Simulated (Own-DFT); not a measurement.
# What a defect does to the pressure of its cell: 4H SiC

Source: density functional calculations with Own-DFT, an unreviewed in-house program that is no longer used. Nothing was measured or relaxed, and spin and spin-orbit coupling are left out.

Common settings: PBE; PseudoDojo norm-conserving scalar-relativistic files; cutoff 42 hartree; 4 x 4 x 3 k mesh centred on Gamma; Fermi-Dirac smearing of 0.1 eV.

Caveats (not all hold for every row): not probed for a lower state with spin; forces on such cells failed a check on a denser k mesh; forces on such cells passed a denser k mesh, each cell not checked; stress not checked against mesh or cutoff.

All runs share one cell, with vectors in Å (9.248, 0.000, 0.000); (-4.624, 8.009, 0.000); (0.000, 0.000, 10.068) and a volume of 745.7 Å³. The atoms are randomly displaced, by u rms on each axis. The defect's site can differ from row to row.

| cell | formula | u (Å) | P (GPa) |
|---|---|---|---|
| no defect | C36Si36 | 0.0286 | 3.77 |
| no defect | C36Si36 | 0.0291 | 3.70 |
| no defect | C36Si36 | 0.0636 | 6.24 |
| one Al on a Si site and one N on a C site | AlC35NSi35 | 0.0464 | 5.17 |
| one Al on a Si site and one N on a C site | AlC35NSi35 | 0.0503 | 5.24 |
| one Al on a Si site and one N on a C site | AlC35NSi35 | 0.0505 | 5.40 |
| two Al on a Si site each | Al2C36Si34 | 0.0279 | 5.67 |
| two Al on a Si site each | Al2C36Si34 | 0.0298 | 5.68 |
| two Al on a Si site each | Al2C36Si34 | 0.0486 | 7.76 |
| one C vacancy | C35Si36 | 0.0293 | 3.67 |
| one C vacancy | C35Si36 | 0.0297 | 3.21 |
| one C vacancy | C35Si36 | 0.0495 | 4.63 |
| two N on a C site each | C34N2Si36 | 0.0273 | 2.53 |
| two N on a C site each | C34N2Si36 | 0.0280 | 2.51 |
| two N on a C site each | C34N2Si36 | 0.0499 | ? |
| two N on a C site each | C34N2Si36 | 0.0517 | 4.30 |

## Working it out

P = P0 + c u² + a shift for each defect gives P0 = 2.91 GPa, c = 873 ± 74 GPa/Å² and a scatter of 0.26 GPa. The shifts, and each times the cell's volume:

- two Al on a Si site each: 2.29 ± 0.22 GPa, 10.7 eV (5.3 eV for each of its 2 sites)
- one Al on a Si site and one N on a C site: 0.25 ± 0.22 GPa, 1.2 eV (not resolved)
- one C vacancy: -0.29 ± 0.22 GPa, -1.3 eV (not resolved)
- two N on a C site each: -1.02 ± 0.22 GPa, -4.7 eV (-2.4 eV for each of its 2 sites)

A positive shift means that the defect pushes the cell outwards. Shift times volume (160.2 GPa Å³ is 1 eV) depends little on the cell's size, so, taken for each site, it can be compared between cells at like pressure. The atoms around the defects weren't relaxed, which would change these numbers.

## Prediction

The question: what pressure belongs in the blank (two N on a C site each, u = 0.0499 Å)?

Estimate: 4.06 ± 0.32 GPa. The calculation gave 4.18 GPa.
